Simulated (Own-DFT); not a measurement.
Si47N64 (beta silicon nitride with one vacancy, atoms displaced) (calculated)

Computed with Own-DFT development build. A calculation, not a measurement: plane-wave PBE density functional theory by an unreviewed code, no spin, of a simulated periodic cell, stress positive in tension, free energy of the whole cell less one offset for each atom, defect cell not probed for a lower state with spin; forces on such cells moved up to 12 meV/angstrom on a denser k mesh; offsets are fitted by least squares, one for each functional and potential file, so energies compare only between cells with the same atoms and settings and are not formation energies; the far tail of each file's local potential was reset to the Coulomb form; each entry is a single point on an unrelaxed cell, so the pressure reflects the starting lattice, mostly measured values (interpolated for alloys), from which strain is counted, and rises with the displacements; printed positions are rounded, which can move forces by about a meV/angstrom; the program, named Own-DFT, is a retired in-house code; no spin-orbit coupling; before rounding, a Quantum ESPRESSO 7.3.1 run of the same cell and cutoff gave forces within 1 meV/angstrom rms on each cell, which checks the program and not the settings.

Settings shared by all entries: functional PBE; potential files PseudoDojo norm-conserving, scalar-relativistic, standard set; wave cutoff 42 hartree; occupations Fermi-Dirac; smearing width 0.1 eV; k mesh 2 x 2 x 4 centred on Gamma.

```yaml
- entry: 1
  formula: Si47N64
  kind: "beta silicon nitride with one vacancy, atoms displaced"
  structure:
    cell_angstrom: [[15.212, 0.0, 0.0], [-7.606, 13.174, 0.0], [0.0, 0.0, 5.818]]
    atoms_fractional:
      - [Si, 0.08082, 0.38154, 0.1298]
      - [Si, 0.11745, 0.20811, 0.13664]
      - [Si, 0.29363, 0.41513, 0.12293]
      - [Si, 0.40456, 0.10882, 0.36408]
      - [Si, 0.38294, 0.29753, 0.38259]
      - [Si, 0.2008, 0.07944, 0.37527]
      - ["N", 0.16668, 0.01572, 0.11856]
      - ["N", 0.47775, 0.14616, 0.13237]
      - ["N", 0.34861, 0.3302, 0.13453]
      - ["N", 0.33026, 0.48375, 0.38897]
      - ["N", 0.01627, 0.35414, 0.37061]
      - ["N", 0.14969, 0.16517, 0.3869]
      - ["N", 0.16902, 0.33291, 0.11941]
      - ["N", 0.33183, 0.17174, 0.35801]
      - [Si, 0.08359, 0.38568, 0.62552]
      - [Si, 0.11952, 0.20629, 0.632]
      - [Si, 0.30007, 0.41779, 0.62214]
      - [Si, 0.42201, 0.12015, 0.86535]
      - [Si, 0.3865, 0.30044, 0.86164]
      - [Si, 0.1969, 0.08254, 0.87362]
      - ["N", 0.16571, 0.01804, 0.63479]
      - ["N", 0.48846, 0.14857, 0.61947]
      - ["N", 0.34664, 0.33165, 0.62807]
      - ["N", 0.3332, 0.48646, 0.87537]
      - ["N", 0.0114, 0.34158, 0.88347]
      - ["N", 0.16005, 0.17622, 0.86844]
      - ["N", 0.16423, 0.33518, 0.61832]
      - ["N", 0.33509, 0.16719, 0.8847]
      - [Si, 0.0856, 0.88735, 0.13369]
      - [Si, 0.11691, 0.70876, 0.12312]
      - [Si, 0.28934, 0.91486, 0.11289]
      - [Si, 0.41049, 0.61905, 0.37673]
      - [Si, 0.38174, 0.79947, 0.37057]
      - ["N", 0.16135, 0.51071, 0.12965]
      - ["N", 0.48373, 0.64765, 0.12002]
      - ["N", 0.35075, 0.83288, 0.14199]
      - ["N", 0.33391, 0.98247, 0.38663]
      - ["N", 0.02003, 0.84951, 0.37439]
      - ["N", 0.15228, 0.66803, 0.39677]
      - ["N", 0.16088, 0.83109, 0.12908]
      - ["N", 0.33136, 0.66358, 0.37587]
      - [Si, 0.0829, 0.88042, 0.62336]
      - [Si, 0.12082, 0.70256, 0.62613]
      - [Si, 0.30055, 0.91189, 0.64127]
      - [Si, 0.41684, 0.61897, 0.87291]
      - [Si, 0.39032, 0.79866, 0.86234]
      - [Si, 0.20938, 0.58913, 0.87841]
      - ["N", 0.16673, 0.5164, 0.61928]
      - ["N", 0.48783, 0.64887, 0.62176]
      - ["N", 0.35298, 0.8378, 0.62894]
      - ["N", 0.34151, 0.98497, 0.88599]
      - ["N", 0.02521, 0.85509, 0.87688]
      - ["N", 0.14816, 0.66637, 0.87131]
      - ["N", 0.17045, 0.84021, 0.61868]
      - ["N", 0.33881, 0.67456, 0.87226]
      - [Si, 0.58759, 0.38648, 0.11805]
      - [Si, 0.61884, 0.20351, 0.13422]
      - [Si, 0.79673, 0.40751, 0.11289]
      - [Si, 0.91565, 0.12334, 0.38639]
      - [Si, 0.88029, 0.29169, 0.39476]
      - [Si, 0.70185, 0.08768, 0.38395]
      - ["N", 0.66499, 0.01468, 0.1246]
      - ["N", 0.98665, 0.14896, 0.13328]
      - ["N", 0.85252, 0.33479, 0.12936]
      - ["N", 0.83531, 0.48325, 0.37458]
      - ["N", 0.51837, 0.35606, 0.37035]
      - ["N", 0.64939, 0.16062, 0.36145]
      - ["N", 0.66369, 0.33843, 0.13414]
      - ["N", 0.83625, 0.16904, 0.37179]
      - [Si, 0.59242, 0.3837, 0.61222]
      - [Si, 0.61844, 0.20566, 0.62475]
      - [Si, 0.79797, 0.41199, 0.62145]
      - [Si, 0.90889, 0.10804, 0.87714]
      - [Si, 0.8822, 0.29904, 0.88372]
      - [Si, 0.69693, 0.08322, 0.86913]
      - ["N", 0.6698, 0.01296, 0.61908]
      - ["N", 0.98477, 0.14975, 0.62066]
      - ["N", 0.84713, 0.33075, 0.63176]
      - ["N", 0.83359, 0.48215, 0.88685]
      - ["N", 0.51891, 0.35075, 0.87924]
      - ["N", 0.64979, 0.16086, 0.87391]
      - ["N", 0.6693, 0.33473, 0.63008]
      - ["N", 0.83377, 0.16637, 0.87059]
      - [Si, 0.58059, 0.88494, 0.11939]
      - [Si, 0.61583, 0.69997, 0.13293]
      - [Si, 0.79117, 0.91147, 0.12821]
      - [Si, 0.90739, 0.6094, 0.38347]
      - [Si, 0.88411, 0.79715, 0.38599]
      - [Si, 0.69845, 0.58241, 0.37925]
      - ["N", 0.6666, 0.51844, 0.13467]
      - ["N", 0.98796, 0.65483, 0.13142]
      - ["N", 0.84998, 0.83455, 0.13004]
      - ["N", 0.82802, 0.97526, 0.38209]
      - ["N", 0.52072, 0.84909, 0.37331]
      - ["N", 0.64816, 0.66003, 0.37295]
      - ["N", 0.67008, 0.83409, 0.12946]
      - ["N", 0.83348, 0.66314, 0.3819]
      - [Si, 0.58862, 0.89191, 0.63209]
      - [Si, 0.6257, 0.70905, 0.61793]
      - [Si, 0.802, 0.9147, 0.62776]
      - [Si, 0.91444, 0.61215, 0.88451]
      - [Si, 0.88734, 0.80533, 0.87016]
      - [Si, 0.70179, 0.58679, 0.87647]
      - ["N", 0.66572, 0.51161, 0.62681]
      - ["N", 0.98484, 0.64945, 0.62515]
      - ["N", 0.85018, 0.83596, 0.63314]
      - ["N", 0.83776, 0.9877, 0.86908]
      - ["N", 0.51381, 0.84886, 0.8593]
      - ["N", 0.65008, 0.66274, 0.85999]
      - ["N", 0.66837, 0.83652, 0.60734]
      - ["N", 0.82677, 0.66592, 0.86573]
  results:
    "free_energy_of_cell_above_offsets [eV]": "2.632"
    "pressure [GPa]": 7.52
    "stress_xx [GPa]": -5.2
    "stress_yy [GPa]": -8.06
    "stress_zz [GPa]": -9.29
    "stress_yz [GPa]": 1.43
    "stress_xz [GPa]": -1.02
    "stress_xy [GPa]": 0.2
    force_element: [Si, Si, Si, Si, Si, Si, "N", "N", "N", "N", "N", "N", "N", "N", Si, Si, Si, Si, Si, Si, "N", "N", "N", "N", "N", "N", "N", "N", Si, Si, Si, Si, Si, "N", "N", "N", "N", "N", "N", "N", "N", Si, Si, Si, Si, Si, Si, "N", "N", "N", "N", "N", "N", "N", "N", Si, Si, Si, Si, Si, Si, "N", "N", "N", "N", "N", "N", "N", "N", Si, Si, Si, Si, Si, Si, "N", "N", "N", "N", "N", "N", "N", "N", Si, Si, Si, Si, Si, Si, "N", "N", "N", "N", "N", "N", "N", "N", Si, Si, Si, Si, Si, Si, "N", "N", "N", "N", "N", "N", "N", "N"]
    "force_x [eV/angstrom]": [2.98, 1.709, 2.212, -0.341, 0.851, -0.999, -0.253, 3.933, -1.52, 0.876, -2.774, 0.802, -2.763, 1.503, 1.381, -1.297, -1.405, -2.994, 0.586, 1.173, -0.2, -0.351, -0.925, 0.346, -0.994, 0.008, 0.892, 0.314, 1.801, 2.492, 2.439, 1.339, 2.815, 0.459, 0.855, -2.848, -0.647, -3.58, 0.633, 0.436, -1.171, 3.223, -3.091, -1.615, -0.455, -3.786, -2.178, -0.125, 0.272, 0.685, -0.129, -4.322, 1.676, 0.445, 1.012, -1.461, -3.25, -1.196, 1.296, 1.53, 2.451, -0.323, -1.087, -1.199, 0.057, -0.701, -0.6, 3.972, -2.11, -2.722, 0.255, 0.176, 0.686, 2.526, 3.543, -0.766, 0.775, -1.084, 0.325, -0.859, -2.478, 1.196, -1.219, 3.109, -0.611, 2.83, 2.066, 0.714, 1.681, -0.149, -1.762, 0.134, 0.482, -2.692, 0.044, -3.834, -1.875, 2.371, -2.777, -2.574, -1.273, 2.182, 0.012, 0.077, -0.156, 0.45, -0.335, 1.723, -1.01, 0.369, 3.685]
    "force_y [eV/angstrom]": [1.647, -2.036, -0.208, 2.168, 1.1, 4.07, -1.091, 1.705, 2.168, 2.005, -2.001, -0.859, 0.955, -3.734, 1.047, 0.267, -2.511, -0.664, -1.582, 4.951, -3.112, 0.003, 1.491, 0.68, 0.343, -1.861, 0.238, -0.777, -0.65, -4.093, -2.122, -1.669, -3.36, 1.099, 0.514, 2.392, -0.607, -0.867, 0.096, 3.572, 2.827, 1.967, 1.399, 0.487, -0.606, 0.343, -0.767, 0.121, 0.474, -0.142, 1.634, -1.592, -0.339, -1.755, -2.741, 1.213, 0.544, 0.521, -3.234, 2.83, -0.754, 0.054, -0.55, -0.238, -2.029, -1.027, 1.177, -2.954, -2.265, 0.008, -1.021, 1.157, 5.974, -2.509, 1.021, 2.684, 0.148, 0.812, 0.42, -0.367, 1.874, -1.328, -0.928, -0.411, 0.805, 1.202, 2.476, -1.357, 1.354, -1.478, -1.541, 0.599, 4.925, -0.134, 0.719, -2.446, 1.287, -4.205, -0.766, -0.843, 1.957, -3.143, -0.734, 0.7, -0.208, 0.154, -4.368, 1.464, 0.734, 0.272, 1.735]
    "force_z [eV/angstrom]": [-1.434, -0.859, 1.561, 2.023, -1.471, 0.643, 1.684, -1.678, -2.285, -3.93, 2.672, -1.49, 0.319, 1.195, 0.427, -1.132, 2.009, 1.796, 4.316, 0.559, -2.746, -1.233, -0.828, 0.05, -1.538, 2.962, 0.288, -1.363, -1.854, 1.999, 4.393, 0.193, 3.273, -2.333, 1.384, -6.137, -1.27, 1.053, -5.49, -0.49, 0.038, 0.576, 1.024, -1.703, -1.086, 2.624, 0.121, 2.078, -0.021, -0.45, -2.131, 0.295, 2.565, 0.829, 0.082, 1.468, -2.705, 3.492, -2.17, -2.764, -2.76, -0.127, -0.787, 1.608, -0.55, 0.744, 3.478, -0.314, 0.317, 1.516, -0.297, 0.723, 0.197, -0.378, 1.408, 1.132, 2.738, 0.318, -2.93, -3.0, -0.024, -0.221, 0.195, 0.638, -2.705, -0.092, -0.636, -1.951, 0.88, -2.431, 0.179, -0.16, -1.688, 0.943, 0.422, -1.089, -0.074, -3.777, 0.449, 0.004, -0.925, 3.289, -0.047, 0.387, 1.083, -1.651, 1.672, 2.408, 2.309, 1.621, 0.561]
- entry: 2
  formula: Si47N64
  kind: "beta silicon nitride with one vacancy, atoms displaced"
  structure:
    cell_angstrom: [[15.212, 0.0, 0.0], [-7.606, 13.174, 0.0], [0.0, 0.0, 5.818]]
    atoms_fractional:
      - [Si, 0.08314, 0.37987, 0.11712]
      - [Si, 0.1079, 0.20237, 0.11791]
      - [Si, 0.29562, 0.41567, 0.13661]
      - [Si, 0.4153, 0.11268, 0.37324]
      - [Si, 0.38664, 0.30194, 0.38173]
      - [Si, 0.19706, 0.08893, 0.37369]
      - ["N", 0.16184, 0.01334, 0.12563]
      - ["N", 0.47739, 0.14888, 0.13986]
      - ["N", 0.3499, 0.33063, 0.1369]
      - ["N", 0.33092, 0.4852, 0.38092]
      - ["N", 0.01971, 0.34914, 0.37594]
      - ["N", 0.14375, 0.1643, 0.38319]
      - ["N", 0.16827, 0.3282, 0.13025]
      - ["N", 0.33107, 0.16608, 0.36961]
      - [Si, 0.08839, 0.39198, 0.62341]
      - [Si, 0.11992, 0.19939, 0.64892]
      - [Si, 0.29342, 0.41082, 0.61643]
      - [Si, 0.41369, 0.12153, 0.87166]
      - [Si, 0.38861, 0.30063, 0.87387]
      - [Si, 0.19841, 0.09044, 0.87284]
      - ["N", 0.16672, 0.0164, 0.60333]
      - ["N", 0.48345, 0.15647, 0.64326]
      - ["N", 0.35127, 0.33151, 0.61219]
      - ["N", 0.33208, 0.48051, 0.87949]
      - ["N", 0.01716, 0.34886, 0.87523]
      - ["N", 0.15218, 0.16954, 0.86765]
      - ["N", 0.17129, 0.33216, 0.60961]
      - ["N", 0.33786, 0.16882, 0.87898]
      - [Si, 0.09631, 0.88861, 0.1164]
      - [Si, 0.12021, 0.70796, 0.13142]
      - [Si, 0.29898, 0.91509, 0.11428]
      - [Si, 0.41519, 0.61647, 0.37104]
      - [Si, 0.38194, 0.79403, 0.3748]
      - [Si, 0.20265, 0.58829, 0.36886]
      - ["N", 0.16126, 0.50843, 0.1177]
      - ["N", 0.48663, 0.65152, 0.1274]
      - ["N", 0.34719, 0.83273, 0.13463]
      - ["N", 0.33713, 0.98887, 0.37484]
      - ["N", 0.01857, 0.84803, 0.37179]
      - ["N", 0.15076, 0.6731, 0.37289]
      - ["N", 0.16816, 0.83231, 0.12767]
      - ["N", 0.33609, 0.66773, 0.38176]
      - [Si, 0.09111, 0.88582, 0.62162]
      - [Si, 0.11383, 0.70099, 0.62485]
      - [Si, 0.2973, 0.91063, 0.62644]
      - [Si, 0.41837, 0.62518, 0.88352]
      - [Si, 0.38872, 0.79557, 0.86556]
      - [Si, 0.20633, 0.58664, 0.87277]
      - ["N", 0.16908, 0.52222, 0.63872]
      - ["N", 0.49168, 0.65221, 0.62968]
      - ["N", 0.34625, 0.82965, 0.63639]
      - ["N", 0.33979, 0.98302, 0.87509]
      - ["N", 0.02034, 0.85025, 0.85418]
      - ["N", 0.1533, 0.6728, 0.88077]
      - ["N", 0.16535, 0.83076, 0.62442]
      - ["N", 0.33446, 0.66379, 0.88114]
      - [Si, 0.58699, 0.38667, 0.12081]
      - [Si, 0.61208, 0.20059, 0.12059]
      - [Si, 0.80225, 0.41296, 0.13976]
      - [Si, 0.91776, 0.11913, 0.37245]
      - [Si, 0.88653, 0.30257, 0.37693]
      - [Si, 0.69972, 0.08257, 0.37047]
      - ["N", 0.66207, 0.01369, 0.12238]
      - ["N", 0.98489, 0.15072, 0.1187]
      - ["N", 0.85335, 0.33386, 0.13457]
      - ["N", 0.83145, 0.49207, 0.36348]
      - ["N", 0.50859, 0.34988, 0.3878]
      - ["N", 0.65214, 0.17008, 0.37264]
      - ["N", 0.66358, 0.32871, 0.12102]
      - ["N", 0.82871, 0.17002, 0.37126]
      - [Si, 0.58862, 0.38848, 0.63604]
      - [Si, 0.60928, 0.19759, 0.62114]
      - [Si, 0.79986, 0.41469, 0.62864]
      - [Si, 0.91115, 0.11029, 0.87442]
      - [Si, 0.70285, 0.08807, 0.89105]
      - ["N", 0.66316, 0.0138, 0.63226]
      - ["N", 0.98373, 0.15235, 0.62051]
      - ["N", 0.84369, 0.33426, 0.62932]
      - ["N", 0.83694, 0.48636, 0.87704]
      - ["N", 0.51698, 0.3509, 0.88053]
      - ["N", 0.64506, 0.16823, 0.87432]
      - ["N", 0.67209, 0.33639, 0.6257]
      - ["N", 0.8384, 0.17037, 0.8715]
      - [Si, 0.58811, 0.88454, 0.13035]
      - [Si, 0.61295, 0.7054, 0.11903]
      - [Si, 0.79629, 0.91508, 0.11815]
      - [Si, 0.91968, 0.61846, 0.38721]
      - [Si, 0.88365, 0.79857, 0.37246]
      - [Si, 0.70048, 0.58404, 0.36509]
      - ["N", 0.66782, 0.51315, 0.12329]
      - ["N", 0.98258, 0.64838, 0.12817]
      - ["N", 0.84104, 0.82833, 0.12463]
      - ["N", 0.82755, 0.98203, 0.37451]
      - ["N", 0.51832, 0.85129, 0.36523]
      - ["N", 0.64604, 0.66756, 0.37776]
      - ["N", 0.6699, 0.83706, 0.12064]
      - ["N", 0.83464, 0.66837, 0.37288]
      - [Si, 0.58418, 0.88083, 0.63133]
      - [Si, 0.61152, 0.69296, 0.62406]
      - [Si, 0.80064, 0.91689, 0.6276]
      - [Si, 0.91008, 0.61436, 0.87224]
      - [Si, 0.88228, 0.8026, 0.87088]
      - [Si, 0.70247, 0.58424, 0.8791]
      - ["N", 0.6629, 0.51426, 0.62778]
      - ["N", 0.98222, 0.65621, 0.64178]
      - ["N", 0.85365, 0.83446, 0.61831]
      - ["N", 0.83369, 0.9814, 0.86526]
      - ["N", 0.51445, 0.8514, 0.87676]
      - ["N", 0.64999, 0.66254, 0.87681]
      - ["N", 0.66482, 0.83631, 0.62774]
      - ["N", 0.82773, 0.67173, 0.8835]
  results:
    "free_energy_of_cell_above_offsets [eV]": "2.575"
    "pressure [GPa]": 7.86
    "stress_xx [GPa]": -6.43
    "stress_yy [GPa]": -7.62
    "stress_zz [GPa]": -9.54
    "stress_yz [GPa]": 0.92
    "stress_xz [GPa]": 0.15
    "stress_xy [GPa]": -0.82
    force_element: [Si, Si, Si, Si, Si, Si, "N", "N", "N", "N", "N", "N", "N", "N", Si, Si, Si, Si, Si, Si, "N", "N", "N", "N", "N", "N", "N", "N", Si, Si, Si, Si, Si, Si, "N", "N", "N", "N", "N", "N", "N", "N", Si, Si, Si, Si, Si, Si, "N", "N", "N", "N", "N", "N", "N", "N", Si, Si, Si, Si, Si, Si, "N", "N", "N", "N", "N", "N", "N", "N", Si, Si, Si, Si, Si, "N", "N", "N", "N", "N", "N", "N", "N", Si, Si, Si, Si, Si, Si, "N", "N", "N", "N", "N", "N", "N", "N", Si, Si, Si, Si, Si, Si, "N", "N", "N", "N", "N", "N", "N", "N"]
    "force_x [eV/angstrom]": [0.733, 3.885, 1.43, -4.048, 0.347, 1.871, -0.192, 3.481, -1.768, 0.571, -1.129, 0.082, -1.883, 0.244, 0.79, -6.216, 2.416, 0.325, -1.566, 3.922, -0.254, 1.135, -2.963, 0.433, 0.529, 2.334, -3.093, -4.127, -2.786, -2.496, 0.473, -0.361, 0.245, -0.273, 0.429, -0.767, 0.889, 0.259, -0.886, 2.806, 0.35, -0.331, -0.164, -0.548, -0.735, 0.907, -2.829, -2.106, -0.406, -5.071, 0.629, -0.417, -2.328, 1.939, 1.079, -0.669, 0.969, -0.729, -0.213, -3.006, 0.67, -0.594, -0.014, -1.473, -1.901, 0.497, 5.006, -0.037, -0.347, 2.657, 1.075, 1.545, -0.283, -1.777, 0.205, -0.405, 1.86, 1.996, -0.369, -0.562, 2.139, -2.998, -0.97, 0.546, 3.186, 0.854, -2.743, 2.394, 0.705, -0.627, 1.653, 0.0, 1.018, -2.18, 2.338, -1.626, -0.623, 0.776, 2.089, -1.329, -1.701, 2.866, -0.258, 0.007, 2.458, -2.797, 0.785, 0.89, -1.24, 2.67, 2.825]
    "force_y [eV/angstrom]": [-0.59, 0.609, -2.342, 1.589, -4.2, 1.362, 3.293, 1.698, 1.919, 1.974, -0.039, -0.581, 1.753, -0.02, -2.605, 3.82, 0.24, -3.02, -0.564, -1.869, -0.152, -0.139, 2.018, 2.246, 0.129, -2.175, -0.883, 0.058, -3.4, -1.566, -1.026, -0.259, 1.935, -0.276, 3.259, -0.114, -0.26, -3.543, 0.203, -2.765, 2.772, -1.337, -0.181, 1.026, 0.353, -4.101, -0.224, 1.679, -1.565, -2.049, 0.174, 2.017, -0.25, -1.97, 1.201, 1.852, -2.281, 0.309, -1.616, -0.789, -0.398, 1.754, -0.391, -1.601, 1.489, -0.63, 2.522, -1.967, 2.488, -1.523, -2.424, 2.873, 0.574, 2.64, 2.853, 0.467, -0.359, -0.484, -0.615, 0.151, -2.431, -1.168, -2.194, -0.054, 0.701, -1.054, 0.387, -0.783, 2.276, 0.026, 1.001, 1.817, 2.587, -1.239, -1.892, -1.298, -0.754, 1.614, 4.543, -3.902, 1.059, -1.207, 1.402, 1.706, 0.115, 2.173, 1.631, -0.184, 0.13, -2.017, -1.15]
    "force_z [eV/angstrom]": [0.466, 2.609, -2.092, 3.727, -2.694, -1.611, -1.524, -4.343, -2.625, -0.597, 0.044, -1.515, -0.329, 0.407, 1.736, -9.61, 2.801, 3.335, 0.716, -0.493, 4.261, -4.134, 4.971, -0.547, -1.9, 7.16, 0.858, -0.32, 0.281, -2.348, 2.699, 2.242, 0.265, 0.305, 1.426, 0.183, -1.791, 0.413, -1.265, 1.449, -0.28, -0.369, -2.262, 1.867, -0.736, -2.058, 3.178, 3.23, -4.864, -0.289, -2.32, -1.438, 3.847, -0.729, -0.074, -0.07, 3.084, 1.162, -2.628, 0.398, 2.21, 2.287, 1.11, -0.044, -0.569, 3.077, -0.986, -0.125, 0.387, -0.043, -2.216, 0.356, -0.596, -1.536, -3.591, -0.303, 1.783, -2.088, 0.447, -0.543, -0.068, -0.08, 0.436, -1.724, 0.57, 1.284, -2.133, -0.952, 2.13, 0.02, -0.188, -0.314, -0.999, 2.743, -2.741, -0.187, 0.342, -1.506, 1.682, -2.837, 3.484, 0.733, -0.937, -0.649, -2.228, 0.362, 2.655, 0.674, 0.446, 0.164, -0.469]
```
